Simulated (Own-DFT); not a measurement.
# PBE and PBEsol under strain: C40 NbSi2, 36 atoms (Nb12Si24)

Calculated, not measured: single-point runs of Own-DFT, a retired in-house plane-wave DFT program that no person has reviewed, on unrelaxed cells, without spin or spin-orbit coupling.

Known weak points: forces on such cells failed a check on a denser k mesh; stress not checked against mesh or cutoff.

Each geometry was run with PBE and with PBEsol, otherwise alike: PseudoDojo norm-conserving scalar-relativistic files made for PBE; cutoff 42 hartree; 4 x 4 x 5 k mesh centred on Gamma; cold (Marzari-Vanderbilt) smearing of 0.2 eV. Unstrained cell vectors in Å: (0.000, 8.324, 0.000); (-9.613, 0.000, 0.000); (0.000, 0.000, 6.586). Each has a uniform strain, of which the change of volume is shown, and random moves of rms u per axis.

```
run  volume change (%)   u (Å)  P with PBE (GPa)  P with PBEsol (GPa)
  1              -2.46  0.0492              7.87                 4.10
  2              -0.42  0.0489              3.97                 0.30
  3              -0.87  0.0493              4.03                 0.35
  4               0.10  0.0455              3.39                -0.26
  5               0.49  0.0519              1.86                -1.77
  6              -3.39  0.0440              9.17                 5.37
  7               0.68  0.0457              2.33                -1.30
  8               1.73  0.0433             -0.22                -3.80
  9               1.06  0.0471              0.87                -2.74
 10               0.01  0.0514              2.44                -1.21
 11              -2.56  0.0477              8.32                    ?
```

Asked: by how much does PBEsol shrink this cell, and what belongs in the blank?

## Working it out

Write v for the change of volume as a fraction. Fitted to v and u², the PBE pressure has a slope of -185 ± 9 GPa in v, with the ions held to the strained lattice. The difference PBEsol less PBE is -3.65 + 4.4 v GPa (slope ± 0.1) and averages -3.67 GPa. Divided by the mean slope of the two, 183 GPa, that makes PBEsol's volume at a given pressure, near 2 GPa, about 2.0 % smaller, or 0.67 % in lengths. At one volume PBEsol's slope is the smaller by 4 GPa, but its pressure there is lower too. If stiffness rises by about 4 GPa for each GPa, PBEsol at equal pressure is stiffer by about 10 GPa. Files made for PBEsol would give a different shift.

For run 11 the line gives 4.55 GPa. The calculation gave 4.55 GPa.
